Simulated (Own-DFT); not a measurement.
## Calculated data, SiC (4H silicon carbide, atoms displaced), GaP (zincblende, strained, atoms displaced)

All values are calculated (Own-DFT development build). A calculation, not a measurement: plane-wave PBE density functional theory by an unreviewed code, no spin, of a simulated periodic cell, stress positive in tension, free energy of the whole cell less one offset for each atom, forces on such cells passed a denser k mesh, this cell's mesh not checked; offsets are fitted by least squares, one for each functional and potential file, so energies compare only between cells with the same atoms and settings and are not formation energies; the far tail of each file's local potential was reset to the Coulomb form; each entry is a single point on an unrelaxed cell, so the pressure reflects the starting lattice, mostly measured values (interpolated for alloys), from which strain is counted, and rises with the displacements; printed positions are rounded, which can move forces by about a meV/angstrom; the program, named Own-DFT, is a retired in-house code; no spin-orbit coupling.

Common to all runs: functional PBE; potential files PseudoDojo norm-conserving, scalar-relativistic, standard set; wave cutoff 42 hartree; occupations Fermi-Dirac; smearing width 0.1 eV; k mesh 3 x 3 x 3 centred on Gamma.

(1) SiC (4H silicon carbide, atoms displaced)

```
cell vectors (Å)
  12.3308     0.0000     0.0000
  -6.1654    10.6788     0.0000
   0.0000     0.0000    10.0681
atoms (fractions of the cell vectors)
Si  0.99638  0.99913  0.40594
Si  0.08417  0.16943  0.15551
C   0.99993  0.00141  0.09408
C   0.08747  0.16947  0.33726
Si  0.00027  0.24808  0.41172
Si  0.08340  0.41688  0.15458
C   0.99606  0.25050  0.08945
C   0.08391  0.41327  0.34017
Si  0.99458  0.49971  0.40595
Si  0.08508  0.66691  0.15268
C   0.99964  0.50163  0.09032
C   0.07975  0.66579  0.34435
Si  0.99813  0.75047  0.41106
Si  0.08485  0.91816  0.15978
C   0.00311  0.74994  0.09656
C   0.08812  0.91820  0.34500
Si  0.24863  0.99614  0.40363
Si  0.33007  0.16322  0.15825
C   0.25132  0.99606  0.09189
C   0.33413  0.16705  0.34537
Si  0.24819  0.24991  0.40780
Si  0.33355  0.41159  0.15530
C   0.25157  0.25111  0.09186
C   0.33274  0.41282  0.34513
Si  0.25539  0.50451  0.40261
Si  0.33171  0.66784  0.15196
C   0.25228  0.50163  0.09353
C   0.33573  0.66864  0.33945
Si  0.25163  0.74947  0.41040
Si  0.33908  0.91862  0.15746
C   0.25055  0.75173  0.08981
C   0.33163  0.91638  0.34190
Si  0.49933  0.00464  0.40163
Si  0.58363  0.16682  0.15381
C   0.50017  0.99752  0.09833
C   0.58605  0.16872  0.34352
Si  0.50257  0.25180  0.40431
Si  0.58384  0.41610  0.15769
C   0.49772  0.25029  0.09458
C   0.58559  0.42178  0.34171
Si  0.50143  0.49582  0.40854
Si  0.58020  0.66892  0.15083
C   0.49839  0.49896  0.09519
C   0.57967  0.66589  0.34732
Si  0.49864  0.75041  0.39883
Si  0.58744  0.92120  0.16187
C   0.50033  0.74772  0.09294
C   0.58400  0.91995  0.34015
Si  0.75001  0.00143  0.40529
Si  0.82852  0.16161  0.15633
C   0.74926  0.99801  0.09411
C   0.82853  0.16732  0.34472
Si  0.74878  0.24865  0.40423
Si  0.82757  0.41599  0.15416
C   0.75416  0.25359  0.09259
C   0.83068  0.41264  0.34111
Si  0.75455  0.50051  0.40480
Si  0.82975  0.66570  0.15505
C   0.74900  0.49816  0.08964
C   0.83089  0.66844  0.33815
Si  0.75302  0.74679  0.40764
Si  0.83502  0.91939  0.15819
C   0.74605  0.75100  0.09677
C   0.83612  0.91345  0.34198
Si  0.00098  0.00196  0.90862
Si  0.91978  0.83490  0.65974
C   0.99691  0.99850  0.59440
C   0.92076  0.83938  0.84129
Si  0.99662  0.74884  0.90896
Si  0.91557  0.58250  0.65027
C   0.99657  0.74783  0.58926
C   0.91454  0.58214  0.84087
Si  0.00338  0.50003  0.91015
Si  0.91512  0.33511  0.65601
C   0.99864  0.50002  0.59794
C   0.91631  0.33405  0.84504
Si  0.00035  0.25064  0.90287
Si  0.91869  0.08091  0.65565
C   0.00209  0.25155  0.59300
C   0.91304  0.07939  0.84601
Si  0.75217  0.00543  0.90648
Si  0.66757  0.83415  0.65724
C   0.75207  0.99632  0.59157
C   0.67096  0.83780  0.84890
Si  0.75306  0.75191  0.90709
Si  0.66810  0.58622  0.65693
C   0.74841  0.74873  0.59097
C   0.67028  0.58438  0.84107
Si  0.74978  0.49728  0.90261
Si  0.66708  0.33027  0.65782
C   0.75070  0.50264  0.59387
C   0.66412  0.33169  0.84365
Si  0.75164  0.24683  0.90398
Si  0.66447  0.08139  0.65634
C   0.75378  0.25518  0.58744
C   0.66889  0.08885  0.84408
Si  0.50452  0.00155  0.90603
Si  0.42021  0.83388  0.65410
C   0.49582  0.99873  0.59669
C   0.42120  0.83095  0.83787
Si  0.49801  0.74775  0.90734
Si  0.41777  0.58130  0.65479
C   0.50032  0.74931  0.59034
C   0.41957  0.58251  0.84184
Si  0.50219  0.50283  0.90434
Si  0.41408  0.33062  0.65384
C   0.49745  0.49589  0.59686
C   0.41539  0.33152  0.83955
Si  0.49558  0.24450  0.90975
Si  0.41325  0.07980  0.66002
C   0.50129  0.25163  0.59339
C   0.42074  0.08350  0.84653
Si  0.25465  0.99979  0.90087
Si  0.17161  0.83725  0.65320
C   0.25343  0.00139  0.59714
C   0.16821  0.83600  0.84295
Si  0.25074  0.74915  0.91053
Si  0.16625  0.58195  0.66200
C   0.25412  0.75325  0.59204
C   0.16649  0.58772  0.84454
Si  0.25183  0.50232  0.90826
Si  0.16664  0.33121  0.65611
C   0.24859  0.50158  0.59626
C   0.16956  0.33350  0.84501
Si  0.24984  0.25407  0.90118
Si  0.16486  0.08327  0.65963
C   0.25209  0.25213  0.59740
C   0.16866  0.07918  0.84503
```

Here we set hardware one NVIDIA H200.

Results for SiC (4H silicon carbide, atoms displaced): free energy of cell above offsets -19.205 eV; pressure 3.66 GPa; stress xx -3.09 GPa; stress yy -2.77 GPa; stress zz -5.12 GPa; stress yz -0.26 GPa; stress xz -0.06 GPa; stress xy 0.31 GPa; wall time 519.2 s.

Force:
| element | x (eV/Å) | y (eV/Å) | z (eV/Å) |
| --- | --- | --- | --- |
| Si | 1.548 | 0.643 | -0.329 |
| Si | -0.227 | 0.109 | -1.039 |
| C | 0.39 | -0.043 | 0.274 |
| C | -1.092 | -1 | 1.994 |
| Si | -0.227 | 0.516 | -2.082 |
| Si | -0.258 | -0.169 | -0.084 |
| C | 0.69 | -0.335 | 0.536 |
| C | -0.606 | 0.86 | 1.088 |
| Si | 1.825 | -0.32 | -0.143 |
| Si | -0.39 | -0.123 | 0.942 |
| C | 0.076 | -0.355 | 1.249 |
| C | 0.697 | 0.261 | 0.055 |
| Si | 0.197 | 0.053 | -2.309 |
| Si | 0.276 | -0.356 | -0.903 |
| C | -1.439 | 0.189 | -0.426 |
| C | -1.628 | -0.487 | 0.474 |
| Si | 0.316 | 1.538 | 0.983 |
| Si | 0.205 | 0.196 | -0.48 |
| C | -0.319 | 0.747 | 0.1 |
| C | -0.109 | -0.294 | 0.16 |
| Si | 0.733 | -0.224 | -0.045 |
| Si | -0.504 | 1.204 | 0.446 |
| C | -0.316 | -0.895 | -0.385 |
| C | 0.137 | 0.779 | -0.058 |
| Si | -0.725 | -1.206 | 0.527 |
| Si | 0.724 | -0.119 | 0.378 |
| C | -0.173 | -0.586 | 0.067 |
| C | -0.859 | -0.007 | 0.147 |
| Si | -0.623 | -0.259 | -1.317 |
| Si | -1.499 | -0.764 | -0.403 |
| C | 0.44 | 0.068 | 1.308 |
| C | 0.802 | -0.274 | 0.484 |
| Si | 0.351 | -0.872 | 1.061 |
| Si | 0.052 | 0.444 | 0.15 |
| C | 0.647 | 0.936 | -1.266 |
| C | -0.696 | -0.01 | -0.445 |
| Si | -0.422 | 0.134 | 0.355 |
| Si | -0.561 | 0.426 | -0.811 |
| C | 0.419 | -0.496 | 0.335 |
| C | 1.231 | -1.169 | 0.54 |
| Si | -1.39 | 1.215 | -0.163 |
| Si | 1.075 | -1.386 | 1.913 |
| C | 0.565 | 0.253 | -0.744 |
| C | 1.076 | -0.071 | -0.925 |
| Si | 0.736 | 0.333 | 1.258 |
| Si | -0.118 | -1.429 | -1.837 |
| C | -1.588 | 1.411 | -0.045 |
| C | -0.041 | -0.205 | 1.665 |
| Si | 0.43 | -0.637 | -0.042 |
| Si | 0.51 | 1.486 | 0.026 |
| C | -0.165 | 0.569 | -0.038 |
| C | 1.788 | -0.47 | -0.054 |
| Si | -0.127 | 0.491 | 0.066 |
| Si | 1.631 | 0.483 | -0.094 |
| C | -0.777 | -1.425 | -0.235 |
| C | -0.172 | 0.611 | 0.084 |
| Si | -1.249 | 0.183 | 0.168 |
| Si | 0.552 | 0.29 | -0.544 |
| C | -0.648 | 0.446 | 0.33 |
| C | 1.604 | -0.853 | 1.139 |
| Si | -2.22 | 0.35 | -0.58 |
| Si | 0.178 | -0.776 | -0.532 |
| C | 1.136 | 0.189 | -0.89 |
| C | -1.385 | 0.533 | 0.623 |
| Si | 0.501 | -0.118 | -0.209 |
| Si | -0.787 | -0.837 | -1.133 |
| C | 1.182 | 0.313 | -0.436 |
| C | -0.081 | -1.04 | 1.372 |
| Si | 0.885 | 0.378 | -0.697 |
| Si | -0.174 | 0.29 | 1.454 |
| C | 0.784 | 0.93 | 1.581 |
| C | 0.718 | 0.255 | 0.382 |
| Si | -1.454 | 0.276 | -1.379 |
| Si | 0.719 | -0.211 | 0.164 |
| C | 0.464 | 0.12 | -1.091 |
| C | 0.563 | -0.043 | -0.605 |
| Si | -0.005 | -0.325 | 0.335 |
| Si | -1.245 | 0.586 | 0.454 |
| C | -0.338 | -0.693 | 1.034 |
| C | 0.881 | 1.448 | -0.691 |
| Si | -0.17 | -1.311 | 0.19 |
| Si | -0.051 | -0.719 | -0.019 |
| C | -0.968 | 1.059 | 0.335 |
| C | -0.592 | -0.635 | -0.762 |
| Si | -0.3 | 0.125 | -0.081 |
| Si | -0.089 | -0.763 | -0.511 |
| C | 0.679 | 0.644 | 1.002 |
| C | -0.505 | 0.275 | 0.911 |
| Si | -0.139 | 0.235 | -0.051 |
| Si | -0.815 | 1.002 | -0.488 |
| C | 0.04 | -0.855 | -0.516 |
| C | 0.55 | -0.622 | 0.401 |
| Si | -1.082 | 2.102 | 0.738 |
| Si | 0.513 | 0.569 | -0.837 |
| C | -0.237 | -1.498 | 1.172 |
| C | 0.513 | -1.501 | -0.3 |
| Si | -0.356 | -1.097 | 0.264 |
| Si | -0.167 | -0.62 | -0.203 |
| C | 0.958 | 0.52 | -1.051 |
| C | -1.199 | 0.706 | 1.581 |
| Si | 1.191 | 0.533 | -0.527 |
| Si | -0.634 | 0.502 | -0.148 |
| C | 0.117 | 0.152 | -0.062 |
| C | -0.844 | 0.292 | 0.346 |
| Si | 0.583 | -1.114 | 0.262 |
| Si | 1.124 | 0.469 | 0.666 |
| C | 0.556 | 0.554 | -0.652 |
| C | 0.281 | 0.278 | 0.932 |
| Si | 0.029 | 1.667 | -0.772 |
| Si | 0.779 | 1.554 | -0.513 |
| C | 0.109 | -0.889 | -0.159 |
| C | -0.184 | -0.564 | -0.226 |
| Si | -0.597 | -0.351 | 1.395 |
| Si | -0.617 | -1.199 | 0.633 |
| C | -1.349 | -0.035 | -1.11 |
| C | 0.226 | -1.132 | -0.051 |
| Si | -0.191 | 1.293 | -2.079 |
| Si | -0.305 | 0.889 | -1.39 |
| C | -0.257 | -0.821 | 0.847 |
| C | 0.976 | -1.021 | 0.73 |
| Si | 0.19 | -0.137 | -0.631 |
| Si | -0.162 | 1.159 | 0.085 |
| C | 0.669 | -0.453 | -0.6 |
| C | -1.64 | 0.574 | -0.523 |
| Si | 1.644 | -1.428 | 0.984 |
| Si | 0.601 | -0.129 | -0.577 |
| C | -0.835 | -1.254 | -0.948 |
| C | -1.137 | 1.34 | 0.101 |

(2) GaP (zincblende, strained, atoms displaced)

```
cell vectors (Å)
  10.8620     0.0000     0.0000
   0.0000    10.8620     0.0000
   0.0000     0.0000    10.9439
atoms (fractions of the cell vectors)
Ga  0.00864  0.98803  0.00345
Ga  0.99526  0.24970  0.25498
Ga  0.24303  0.01017  0.24866
Ga  0.25297  0.25999  0.01160
P   0.11913  0.11469  0.12215
P   0.12407  0.38195  0.37752
P   0.35812  0.13205  0.37869
P   0.36219  0.37271  0.11872
Ga  0.99989  0.01453  0.49913
Ga  0.00545  0.24335  0.74526
Ga  0.24065  0.00408  0.76089
Ga  0.25442  0.25201  0.50073
P   0.13218  0.12950  0.62118
P   0.12551  0.38460  0.88394
P   0.37875  0.12346  0.87508
P   0.37710  0.38401  0.61951
Ga  0.99758  0.50723  0.98387
Ga  0.01355  0.74750  0.25837
Ga  0.24925  0.48443  0.25386
Ga  0.22844  0.74850  0.00001
P   0.11824  0.62317  0.12468
P   0.11232  0.86932  0.36724
P   0.38486  0.61437  0.37436
P   0.37443  0.87318  0.12679
Ga  0.00141  0.49528  0.51239
Ga  0.99883  0.75061  0.74755
Ga  0.25330  0.50608  0.74752
Ga  0.25532  0.74023  0.49402
P   0.11987  0.63485  0.63475
P   0.11620  0.86721  0.87578
P   0.35846  0.62899  0.86685
P   0.36551  0.87325  0.62915
Ga  0.51137  0.00654  0.00441
Ga  0.50845  0.25145  0.23684
Ga  0.74407  0.01258  0.24998
Ga  0.75437  0.24580  0.00046
P   0.63867  0.11698  0.13269
P   0.63548  0.37263  0.37712
P   0.88101  0.12525  0.36700
P   0.86671  0.36890  0.11947
Ga  0.49780  0.00894  0.50620
Ga  0.50658  0.24949  0.74557
Ga  0.75779  0.00367  0.74611
Ga  0.75283  0.24590  0.50863
P   0.62810  0.12854  0.62926
P   0.62523  0.37669  0.88182
P   0.88931  0.13644  0.88216
P   0.87487  0.37937  0.63221
Ga  0.49734  0.50042  0.99280
Ga  0.48985  0.74824  0.26200
Ga  0.75238  0.49832  0.24521
Ga  0.74822  0.75737  0.98664
P   0.61262  0.61868  0.12976
P   0.62961  0.86512  0.37927
P   0.87422  0.62000  0.37876
P   0.86288  0.88246  0.12756
Ga  0.49284  0.50056  0.50039
Ga  0.50574  0.74511  0.75492
Ga  0.74510  0.49778  0.74522
Ga  0.74484  0.74138  0.49331
P   0.63318  0.63623  0.64359
P   0.62092  0.88444  0.87618
P   0.86262  0.62768  0.86917
P   0.87257  0.87778  0.63791
```

Settings of this run: hardware one NVIDIA H100.

It finds free energy of cell above offsets -28.958 eV; pressure 4.49 GPa; stress xx -4.44 GPa; stress yy -4.79 GPa; stress zz -4.24 GPa; stress yz -0.81 GPa; stress xz -0.13 GPa; stress xy 0.54 GPa; wall time 570.7 s.

Force:
| element | x (eV/Å) | y (eV/Å) | z (eV/Å) |
| --- | --- | --- | --- |
| Ga | -1.853 | 0.343 | 0.022 |
| Ga | 0.874 | 0.892 | -1.45 |
| Ga | 0.42 | -1.613 | 0.284 |
| Ga | -2.302 | -2.91 | -2.47 |
| P | 0.411 | 2.134 | 0.202 |
| P | -0.726 | -1.339 | 0.732 |
| P | 2.574 | -0.86 | -1.252 |
| P | 3.392 | 1.6 | 1.835 |
| Ga | -0.088 | -1.806 | 0.351 |
| Ga | 0.117 | 1.44 | 0.646 |
| Ga | 0.579 | -0.693 | -0.45 |
| Ga | -0.682 | 1.46 | 0.421 |
| P | -0.222 | -0.298 | 0.423 |
| P | 0.833 | -1.329 | -1.732 |
| P | -0.238 | 0.868 | 0.496 |
| P | -0.509 | -1.275 | 1.218 |
| Ga | -1.174 | 0.119 | 1.489 |
| Ga | -3.233 | -1.412 | -1.909 |
| Ga | 0.204 | 1.751 | -0.63 |
| Ga | 1.97 | 0.006 | 0.538 |
| P | 0.188 | -0.984 | 0.458 |
| P | 2.759 | 2.415 | 2.624 |
| P | -2.14 | 0.179 | -0.303 |
| P | -0.417 | 0.423 | -0.14 |
| Ga | -0.075 | 1.141 | -0.489 |
| Ga | -1.243 | 0.2 | 0.779 |
| Ga | -1.18 | -0.996 | -0.37 |
| Ga | -0.743 | 0.761 | 0.184 |
| P | 1.024 | -1.41 | -1.673 |
| P | 0.327 | 0.867 | -0.585 |
| P | 1.897 | 0.63 | 1.623 |
| P | 0.762 | 0.208 | -0.082 |
| Ga | -1.244 | -0.611 | 0.326 |
| Ga | -0.798 | 0.278 | 1.158 |
| Ga | 1.907 | -3.141 | 2.424 |
| Ga | -0.595 | -0.034 | -0.322 |
| P | -2.533 | 2.578 | -2.53 |
| P | -1.021 | 0.092 | 0.077 |
| P | -1.362 | 0.04 | 1.598 |
| P | 1.626 | 1.169 | 0.543 |
| Ga | -0.524 | -0.999 | -0.418 |
| Ga | -0.85 | 0.83 | 0.793 |
| Ga | -0.514 | 0.793 | 1.775 |
| Ga | 0.561 | 0.475 | -0.902 |
| P | 0.157 | -0.656 | -0.407 |
| P | 0.091 | -0.782 | -0.811 |
| P | -0.58 | -1.761 | -0.525 |
| P | 0.168 | -1.255 | -0.218 |
| Ga | -1.061 | 0.646 | 0.353 |
| Ga | 1.004 | 0.645 | -1.402 |
| Ga | -0.235 | 0.156 | 0.114 |
| Ga | -0.567 | -0.119 | 1.71 |
| P | 0.682 | 0.882 | -0.492 |
| P | -1.188 | 2.045 | -0.525 |
| P | 0.688 | -0.198 | -0.335 |
| P | 1.048 | -1.107 | -0.14 |
| Ga | 2.709 | -0.06 | 0.384 |
| Ga | -1.728 | 1.517 | 0.611 |
| Ga | 0.135 | -0.304 | 1.094 |
| Ga | 1.089 | 0.237 | 1.385 |
| P | -0.649 | -1.221 | -2.505 |
| P | 0.422 | -0.202 | -0.854 |
| P | 0.998 | -0.149 | -0.167 |
| P | 0.658 | -0.294 | -2.582 |
